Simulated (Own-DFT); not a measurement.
Hf₃₆O₇₁ (tetragonal hafnia with one neutral oxygen vacancy, atoms displaced) (calculated)

Computed with Own-DFT development build. A calculation, not a measurement: plane-wave PBE and HSE06 DFT by an unreviewed code, no spin, of a simulated cell at Gamma alone, so results move with cell size and shape, stress positive in tension, energies less offsets, not probed for a lower state with spin; hafnium file: forces about 75 meV/angstrom off all-electron values; oxygen file: force components 24 meV/angstrom off all-electron in a glass; k mesh not checked against a denser one; forces and stress are PBE's, HSE06 gives the energy alone, and its difference from PBE has offsets of its own; offsets are fitted by least squares, one for each functional and potential file, so energies compare only between cells with the same atoms and settings and are not formation energies; the far tail of each file's local potential was reset to the Coulomb form; each entry is a single point on an unrelaxed cell, so the pressure reflects the starting lattice, taken from the Materials Project, from which strain is counted, and rises with the displacements; printed positions are rounded, which can move forces by about a meV/angstrom; the program is a retired in-house code; no spin-orbit coupling.

Common to all runs: first functional PBE; second functional HSE06; exact exchange share 0.25; screening 0.11 1/bohr; exchange divergence Gygi-Baldereschi; potential files PseudoDojo norm-conserving, scalar-relativistic, made for PBE, standard set; wave cutoff 48 hartree; occupations fixed; k mesh 1 x 1 x 1 centred on Gamma.

(1) Hf₃₆O₇₁ (tetragonal hafnia with one neutral oxygen vacancy, atoms displaced)

```cif
# cell vector a (Å): 10.7800 0.0000 0.0000
# cell vector b (Å): 0.0000 10.7800 0.0000
# cell vector c (Å): 0.0000 0.0000 10.4493
data_Hf36O71
_symmetry_space_group_name_H-M 'P 1'
_symmetry_Int_Tables_number 1
_cell_length_a 10.7800
_cell_length_b 10.7800
_cell_length_c 10.4493
_cell_angle_alpha 90.000
_cell_angle_beta 90.000
_cell_angle_gamma 90.000
_cell_volume 1214.30
loop_
_atom_site_label
_atom_site_type_symbol
_atom_site_fract_x
_atom_site_fract_y
_atom_site_fract_z
_atom_site_occupancy
Hf1 Hf 0.00004 0.00458 0.00335 1
Hf2 Hf 0.16691 0.15944 0.24864 1
O1 O 0.00270 0.16731 0.14810 1
O2 O 0.16704 0.99581 0.35625 1
O3 O 0.00263 0.15493 0.40354 1
O4 O 0.17349 0.00246 0.09750 1
Hf3 Hf 0.01519 0.99218 0.50061 1
Hf4 Hf 0.16134 0.17125 0.74603 1
O5 O 0.99004 0.16594 0.65744 1
O6 O 0.17699 0.99520 0.84440 1
O7 O 0.00550 0.17615 0.90357 1
O8 O 0.16194 0.99964 0.60146 1
Hf5 Hf 0.00384 0.32970 0.99247 1
Hf6 Hf 0.16873 0.50102 0.25025 1
O9 O 0.00017 0.49207 0.16135 1
O10 O 0.16401 0.32285 0.35688 1
O11 O 0.00056 0.49712 0.41181 1
O12 O 0.16718 0.33275 0.10212 1
Hf7 Hf 0.00611 0.32365 0.49913 1
Hf8 Hf 0.16509 0.49283 0.74928 1
O13 O 0.99624 0.50911 0.65840 1
O14 O 0.16853 0.33199 0.85520 1
O15 O 0.99975 0.49897 0.91170 1
O16 O 0.17135 0.33233 0.60431 1
Hf9 Hf 0.99855 0.67141 0.99851 1
Hf10 Hf 0.16827 0.82661 0.24623 1
O17 O 0.99812 0.84306 0.14444 1
O18 O 0.16273 0.67212 0.34659 1
O19 O 0.99560 0.83271 0.39548 1
O20 O 0.16531 0.66443 0.09575 1
Hf11 Hf 0.99748 0.66652 0.50560 1
Hf12 Hf 0.16493 0.83076 0.74303 1
O21 O 0.00237 0.83769 0.64974 1
O22 O 0.16321 0.67724 0.84850 1
O23 O 0.99676 0.83292 0.89745 1
O24 O 0.16602 0.67177 0.59982 1
Hf13 Hf 0.33720 0.00193 0.98948 1
Hf14 Hf 0.49284 0.16623 0.24660 1
O25 O 0.33045 0.16906 0.15491 1
O26 O 0.50105 0.00329 0.34985 1
O27 O 0.32672 0.17263 0.40430 1
O28 O 0.50006 0.01013 0.09146 1
Hf15 Hf 0.33346 0.00840 0.50059 1
Hf16 Hf 0.49629 0.15733 0.75388 1
O29 O 0.33954 0.16209 0.64753 1
O30 O 0.50930 0.00110 0.84816 1
O31 O 0.32990 0.16186 0.90666 1
O32 O 0.50504 0.99590 0.59261 1
Hf17 Hf 0.33228 0.33250 0.99878 1
Hf18 Hf 0.49516 0.50546 0.25110 1
O33 O 0.33420 0.50559 0.15370 1
O34 O 0.51135 0.33820 0.34917 1
O35 O 0.33249 0.49685 0.40608 1
O36 O 0.49989 0.33967 0.09355 1
Hf19 Hf 0.34332 0.33808 0.50160 1
Hf20 Hf 0.49331 0.50874 0.75862 1
O37 O 0.33237 0.49312 0.65450 1
O38 O 0.48929 0.33359 0.84158 1
O39 O 0.33386 0.50321 0.90059 1
O40 O 0.49550 0.33249 0.59303 1
Hf21 Hf 0.34049 0.67064 0.00066 1
Hf22 Hf 0.50132 0.82293 0.24375 1
O41 O 0.34118 0.82836 0.15530 1
O42 O 0.50520 0.66608 0.34724 1
O43 O 0.32997 0.82521 0.40832 1
O44 O 0.50327 0.66020 0.09944 1
Hf23 Hf 0.33376 0.66569 0.50112 1
Hf24 Hf 0.50294 0.83747 0.75487 1
O45 O 0.32680 0.82942 0.65105 1
O46 O 0.49728 0.66359 0.85872 1
O47 O 0.33519 0.82331 0.90968 1
O48 O 0.49032 0.67238 0.59815 1
Hf25 Hf 0.65499 0.99965 0.99594 1
Hf26 Hf 0.83260 0.16892 0.25161 1
O49 O 0.66419 0.16791 0.15153 1
O50 O 0.83490 0.99998 0.35100 1
O51 O 0.66259 0.16181 0.40897 1
Hf27 Hf 0.67245 0.99132 0.50912 1
Hf28 Hf 0.82941 0.16863 0.74865 1
O52 O 0.66435 0.16516 0.65050 1
O53 O 0.84008 0.99744 0.85564 1
O54 O 0.66779 0.16293 0.90386 1
O55 O 0.83231 0.00740 0.60246 1
Hf29 Hf 0.66321 0.32949 0.99424 1
Hf30 Hf 0.83188 0.49223 0.23967 1
O56 O 0.67079 0.49447 0.15181 1
O57 O 0.82589 0.33112 0.34915 1
O58 O 0.66748 0.50264 0.40326 1
O59 O 0.82951 0.33451 0.09649 1
Hf31 Hf 0.66711 0.33031 0.50929 1
Hf32 Hf 0.82681 0.49912 0.74996 1
O60 O 0.66736 0.49919 0.65682 1
O61 O 0.83407 0.33698 0.85289 1
O62 O 0.66850 0.49878 0.89770 1
O63 O 0.82963 0.32895 0.59391 1
Hf33 Hf 0.66741 0.67478 0.00195 1
Hf34 Hf 0.83445 0.83767 0.24826 1
O64 O 0.67245 0.84001 0.16089 1
O65 O 0.83451 0.67604 0.35525 1
O66 O 0.66804 0.82661 0.39790 1
O67 O 0.83632 0.67127 0.08838 1
Hf35 Hf 0.67185 0.66545 0.50296 1
Hf36 Hf 0.83194 0.83315 0.74333 1
O68 O 0.67094 0.83775 0.65113 1
O69 O 0.83629 0.66452 0.84937 1
O70 O 0.66738 0.83336 0.90170 1
O71 O 0.83412 0.67338 0.59770 1
```

The calculation gives: PBE energy of cell above offsets -96.567 eV; HSE06 less PBE above offsets 0.110 eV; PBE pressure 2.55 GPa; PBE stress xx -3.84 GPa; PBE stress yy -1.1 GPa; PBE stress zz -2.71 GPa; PBE stress yz 0.64 GPa; PBE stress xz -1.78 GPa; PBE stress xy 0.13 GPa.

Force:
```
element  x (eV/Å)  y (eV/Å)  z (eV/Å)
     Hf    -0.942      -1.1    -0.334
     Hf    -0.515     0.724      0.68
      O    -0.655    -0.581     0.396
      O     0.551    -0.307    -0.764
      O    -0.126     1.462     0.054
      O     0.204    -0.223    -0.193
     Hf    -3.391    -0.435    -1.478
     Hf     0.267    -1.209      0.53
      O      2.34     0.628    -0.452
      O    -0.062     1.107    -0.104
      O     0.253    -2.951    -1.555
      O     2.312     0.988     0.633
     Hf    -0.855     2.205     2.875
     Hf    -1.192    -0.865     0.509
      O     0.586     0.483    -0.254
      O    -0.543     1.327     -0.95
      O     0.336    -0.185      0.18
      O     0.613     0.268    -0.341
     Hf    -0.418     0.661    -0.887
     Hf    -0.357     1.983     0.635
      O     0.526    -0.605     0.138
      O     0.292     0.037    -0.742
      O     0.618     0.266    -0.712
      O    -0.907    -0.413     0.501
     Hf     0.932     0.128    -1.312
     Hf     -0.42     0.906     0.235
      O     0.644     0.147     0.249
      O     0.134    -1.657    -0.081
      O     0.917     0.058     0.684
      O     0.347     0.353     0.654
     Hf     0.279    -0.363    -1.628
     Hf    -0.288    -0.182     1.262
      O     -1.17    -0.181    -0.652
      O     0.221    -2.237    -0.244
      O     0.085     0.752     0.457
      O     0.138    -0.725    -0.457
     Hf    -2.253    -1.503     1.831
     Hf     2.097     0.205       1.7
      O     0.386     0.181    -0.707
      O    -1.131    -0.931     -1.14
      O     0.706    -0.842    -0.291
      O    -1.173    -0.533     0.405
     Hf     0.616    -1.208    -0.745
     Hf     0.747     2.947    -1.937
      O    -1.105    -0.488     0.828
      O    -0.928    -1.281     0.471
      O     0.638     1.389    -1.216
      O    -1.385    -0.314     1.743
     Hf    -0.027     0.638     0.591
     Hf     2.061    -1.711     0.241
      O    -0.471    -0.238    -0.033
      O    -1.231    -0.567    -0.785
      O    -0.104     1.023    -1.078
      O     -0.74    -0.401    -0.193
     Hf    -1.475    -0.765    -0.636
     Hf     0.557     -1.63    -0.986
      O    -0.185      0.47     0.046
      O     0.373    -0.781     0.211
      O    -0.257    -0.265     0.288
      O     1.805    -0.002     1.324
     Hf    -1.888    -2.068     0.767
     Hf     0.907     1.652      2.83
      O    -1.123    -0.088    -0.606
      O    -0.756    -0.011     0.123
      O     0.321     1.498    -0.706
      O     0.672     0.833     0.492
     Hf    -1.158     0.636     0.246
     Hf    -1.207    -1.744    -1.972
      O     2.031     0.895     0.884
      O     0.633     1.779    -0.573
      O     1.125     3.134    -1.396
      O     2.212    -0.329     1.161
     Hf     3.711     0.733     1.463
     Hf    -0.847    -0.771     0.014
      O      0.07    -0.283     0.131
      O    -0.488     0.109     -1.11
      O     0.474     0.262     0.148
     Hf      0.06     1.148    -3.116
     Hf    -0.696    -0.724     0.691
      O    -0.674     0.255     1.319
      O    -0.348     0.822     -0.67
      O    -0.377     0.467     -0.86
      O     0.988    -0.763     0.333
     Hf     0.962     1.093     1.266
     Hf      -0.1     0.366     2.181
      O    -1.428     0.806    -0.408
      O     0.759     0.188     -0.23
      O     0.196     0.134     0.803
      O     0.595    -0.271    -0.123
     Hf    -0.937    -0.215    -2.746
     Hf     0.857      0.23     1.193
      O    -1.295     0.418    -0.627
      O      -0.2    -0.912    -0.973
      O    -0.617     0.586     0.732
      O     1.637     0.182     1.166
     Hf      1.32    -2.372    -0.358
     Hf      1.17    -0.065      1.76
      O    -1.792    -0.105    -2.383
      O     0.103     -1.74    -1.095
      O     -0.44     0.863     1.204
      O    -1.073    -0.188     1.426
     Hf    -0.503    -0.475     -1.87
     Hf     2.299     0.326      1.88
      O    -1.573    -0.469     0.485
      O    -0.638     0.495    -0.905
      O    -0.785     0.009    -0.472
      O    -0.424     0.018     1.031
```

(2) Hf₃₆O₇₁ (tetragonal hafnia with one neutral oxygen vacancy, atoms displaced)

```cif
# cell vector a (Å): 10.7800 0.0000 0.0000
# cell vector b (Å): 0.0000 10.7800 0.0000
# cell vector c (Å): 0.0000 0.0000 10.4493
data_Hf36O71
_symmetry_space_group_name_H-M 'P 1'
_symmetry_Int_Tables_number 1
_cell_length_a 10.7800
_cell_length_b 10.7800
_cell_length_c 10.4493
_cell_angle_alpha 90.000
_cell_angle_beta 90.000
_cell_angle_gamma 90.000
_cell_volume 1214.30
loop_
_atom_site_label
_atom_site_type_symbol
_atom_site_fract_x
_atom_site_fract_y
_atom_site_fract_z
_atom_site_occupancy
Hf1 Hf 0.99631 0.99790 0.99080 1
Hf2 Hf 0.16502 0.16438 0.24952 1
O1 O 0.99829 0.16353 0.15552 1
O2 O 0.16616 0.99630 0.34331 1
O3 O 0.99996 0.17252 0.40628 1
O4 O 0.16053 0.99735 0.09561 1
Hf3 Hf 0.99740 0.00196 0.50122 1
Hf4 Hf 0.16910 0.16502 0.74686 1
O5 O 0.00017 0.16820 0.65023 1
O6 O 0.16839 0.99894 0.84040 1
O7 O 0.00054 0.16378 0.90350 1
O8 O 0.16619 0.00222 0.59893 1
Hf5 Hf 0.99936 0.33201 0.99655 1
Hf6 Hf 0.16878 0.49500 0.25060 1
O9 O 0.00102 0.50265 0.14980 1
O10 O 0.16570 0.32890 0.35111 1
O11 O 0.00200 0.50103 0.40518 1
O12 O 0.16839 0.33368 0.09903 1
Hf7 Hf 0.99605 0.33452 0.49750 1
Hf8 Hf 0.16087 0.49641 0.75444 1
O13 O 0.99585 0.50677 0.65300 1
O14 O 0.16517 0.33300 0.84266 1
O15 O 0.00109 0.50133 0.90034 1
O16 O 0.16748 0.32839 0.59710 1
Hf9 Hf 0.99877 0.66081 0.00424 1
Hf10 Hf 0.16872 0.83546 0.24765 1
O17 O 0.99938 0.83699 0.15390 1
O18 O 0.17003 0.66277 0.34767 1
O19 O 0.00251 0.83699 0.40393 1
O20 O 0.16899 0.67058 0.10272 1
Hf11 Hf 0.00164 0.66451 0.50011 1
Hf12 Hf 0.16541 0.82971 0.75047 1
O21 O 0.16776 0.66799 0.85035 1
O22 O 0.00191 0.83801 0.90757 1
O23 O 0.16282 0.66602 0.59777 1
Hf13 Hf 0.33033 0.99862 0.99969 1
Hf14 Hf 0.50071 0.17450 0.24764 1
O24 O 0.33376 0.16836 0.15012 1
O25 O 0.50150 0.99964 0.35063 1
O26 O 0.33571 0.16928 0.40321 1
O27 O 0.49977 0.99593 0.09227 1
Hf15 Hf 0.33507 0.99636 0.50135 1
Hf16 Hf 0.49931 0.16862 0.75150 1
O28 O 0.33572 0.16658 0.64951 1
O29 O 0.50118 0.00327 0.85004 1
O30 O 0.32900 0.16124 0.90009 1
O31 O 0.50009 0.00229 0.60313 1
Hf17 Hf 0.33166 0.33330 0.00234 1
Hf18 Hf 0.50216 0.49585 0.24607 1
O32 O 0.33236 0.50057 0.15349 1
O33 O 0.49778 0.33432 0.35254 1
O34 O 0.33212 0.50015 0.40360 1
O35 O 0.50122 0.33385 0.10419 1
Hf19 Hf 0.33423 0.33132 0.50011 1
Hf20 Hf 0.50578 0.50054 0.75127 1
O36 O 0.32968 0.50053 0.65282 1
O37 O 0.50063 0.33419 0.84738 1
O38 O 0.33403 0.49703 0.90383 1
O39 O 0.50022 0.33720 0.59253 1
Hf21 Hf 0.33413 0.66891 0.00038 1
Hf22 Hf 0.50192 0.83103 0.25254 1
O40 O 0.33535 0.83127 0.14685 1
O41 O 0.49770 0.66588 0.34838 1
O42 O 0.33639 0.83201 0.40420 1
O43 O 0.49812 0.67150 0.09657 1
Hf23 Hf 0.33841 0.66739 0.49852 1
Hf24 Hf 0.49928 0.83571 0.74531 1
O44 O 0.32571 0.83252 0.65031 1
O45 O 0.49620 0.66598 0.84888 1
O46 O 0.33250 0.83284 0.89737 1
O47 O 0.50182 0.66847 0.59685 1
Hf25 Hf 0.66404 0.99547 0.99859 1
Hf26 Hf 0.82987 0.16694 0.25228 1
O48 O 0.66448 0.16622 0.15598 1
O49 O 0.83350 0.00140 0.35043 1
O50 O 0.67270 0.16823 0.40083 1
O51 O 0.83301 0.99618 0.09924 1
Hf27 Hf 0.66571 0.99808 0.50170 1
Hf28 Hf 0.83114 0.16870 0.75296 1
O52 O 0.66658 0.16768 0.65328 1
O53 O 0.82562 0.99592 0.84623 1
O54 O 0.66846 0.16252 0.90352 1
O55 O 0.83245 0.00185 0.59679 1
Hf29 Hf 0.66385 0.32841 0.99696 1
Hf30 Hf 0.83389 0.49397 0.24916 1
O56 O 0.66456 0.49874 0.15583 1
O57 O 0.83202 0.33199 0.34439 1
O58 O 0.66723 0.50603 0.40589 1
O59 O 0.82712 0.33029 0.09524 1
Hf31 Hf 0.66545 0.33019 0.49912 1
Hf32 Hf 0.83280 0.49918 0.74559 1
O60 O 0.66393 0.50604 0.65767 1
O61 O 0.83155 0.33209 0.84643 1
O62 O 0.66100 0.50236 0.90626 1
O63 O 0.83466 0.32725 0.59193 1
Hf33 Hf 0.66414 0.66498 0.99351 1
Hf34 Hf 0.83683 0.83430 0.24485 1
O64 O 0.66738 0.83572 0.15173 1
O65 O 0.83178 0.66786 0.35110 1
O66 O 0.66196 0.83224 0.40597 1
O67 O 0.83273 0.66551 0.09949 1
Hf35 Hf 0.66755 0.67057 0.49898 1
Hf36 Hf 0.83109 0.83362 0.75228 1
O68 O 0.66451 0.83730 0.65357 1
O69 O 0.83432 0.67051 0.85145 1
O70 O 0.66737 0.83092 0.90705 1
O71 O 0.83285 0.66635 0.59637 1
```

It finds PBE energy of cell above offsets -100.749 eV; HSE06 less PBE above offsets -0.146 eV; PBE pressure 1.18 GPa; PBE stress xx -0.29 GPa; PBE stress yy -1.35 GPa; PBE stress zz -1.91 GPa; PBE stress yz -0.35 GPa; PBE stress xz 0.62 GPa; PBE stress xy -0.01 GPa.

Force:
```
element  x (eV/Å)  y (eV/Å)  z (eV/Å)
     Hf     0.094     0.318     2.128
     Hf    -0.051    -0.085     0.241
      O    -0.014      0.73    -0.119
      O     0.391     1.166     0.493
      O     -0.09    -1.026    -0.697
      O      0.87     0.208    -0.294
     Hf       0.3     0.028     0.035
     Hf    -0.207    -0.248    -0.745
      O    -0.553     -0.07     0.931
      O    -0.202    -0.062     0.593
      O    -0.329     1.011    -0.493
      O    -0.065    -0.188    -0.722
     Hf     0.057    -0.318     0.717
     Hf     0.202     0.807     0.829
      O     -0.25    -0.506      0.02
      O     0.091     0.505    -0.778
      O    -0.349    -0.664    -0.792
      O    -0.843     -0.03    -0.477
     Hf     1.801     -0.41     0.518
     Hf       1.4       1.3    -1.258
      O     0.123    -0.771      0.01
      O    -0.275    -0.529     1.205
      O    -0.232    -0.864     0.099
      O    -0.673     0.438     0.039
     Hf     0.495     1.284     0.231
     Hf    -0.317    -1.317    -0.108
      O     0.333    -0.549    -0.071
      O    -0.243     0.598    -0.228
      O    -0.087    -0.642      0.66
      O    -0.637    -0.313    -0.762
     Hf    -0.063     1.051    -0.334
     Hf    -0.786     0.092    -0.267
      O    -0.267    -0.697     0.044
      O    -0.185     -1.91    -1.084
      O     0.374     0.569     0.135
     Hf     0.082    -0.616    -0.013
     Hf     -0.76    -1.398     0.844
      O    -0.072    -0.142      0.13
      O     -0.01     0.543      -0.4
      O    -0.087    -1.133    -0.271
      O    -0.399     0.373     0.517
     Hf    -0.328     0.746    -0.217
     Hf    -0.317    -0.717    -0.301
      O     0.196     0.115     0.406
      O     0.117    -0.525    -0.608
      O     0.211     1.391      0.18
      O    -0.163    -0.382    -0.259
     Hf     0.159    -0.147    -0.452
     Hf     -0.74     1.016      1.16
      O     0.453    -0.385    -0.239
      O       0.6     0.026    -0.622
      O     0.049    -0.424    -0.157
      O    -0.296    -0.128    -0.662
     Hf    -0.829     0.804     0.174
     Hf    -2.428     0.381    -0.134
      O     0.519     0.077     0.631
      O     0.249     -0.49     0.384
      O    -0.227     0.013     0.443
      O     0.571    -0.152     0.927
     Hf    -0.423     0.052    -0.215
     Hf     -0.03     0.388    -0.563
      O    -0.185     0.453      0.66
      O     0.008    -0.316    -0.325
      O    -0.057     0.469    -0.495
      O     0.714    -0.528     0.103
     Hf    -1.213    -1.022     0.238
     Hf    -1.054    -0.099     0.788
      O     1.554     0.163    -0.153
      O     0.408     0.404    -0.471
      O     0.194     0.311     0.297
      O    -0.136     0.271     0.463
     Hf      0.18    -0.264     0.886
     Hf     0.534    -1.098    -0.339
      O     0.107     0.116    -0.642
      O    -0.096     -0.32    -0.253
      O    -0.473    -0.157     0.389
      O    -0.192     0.369    -0.556
     Hf     0.058     0.215    -0.497
     Hf     0.677    -1.175     -1.08
      O    -0.224     0.295     0.041
      O     0.442     0.896     0.084
      O     0.022     0.885    -0.105
      O    -0.038    -0.399     0.323
     Hf     0.001     0.331     0.431
     Hf    -0.391     1.932     0.256
      O     0.703    -0.034    -0.347
      O     0.083     0.593      0.32
      O     0.029    -1.536    -0.079
      O     1.048     0.335    -0.235
     Hf    -0.173     0.578    -0.294
     Hf     0.074     1.154     0.425
      O     1.327    -0.516    -0.422
      O     0.045     0.762     0.105
      O     0.297    -1.321    -0.592
      O    -1.044     0.736     0.945
     Hf     0.103     0.779     1.757
     Hf    -0.329    -0.097     0.738
      O    -0.116    -0.146     0.451
      O     0.218    -0.234    -0.856
      O     0.018     0.652    -0.359
      O    -0.184    -0.106    -0.308
     Hf     0.342    -0.528    -0.148
     Hf     0.868    -0.284    -0.742
      O     0.436    -0.049     0.068
      O    -0.065    -1.095    -0.488
      O    -0.414      0.02    -1.022
      O     -0.01      0.41     0.657
```
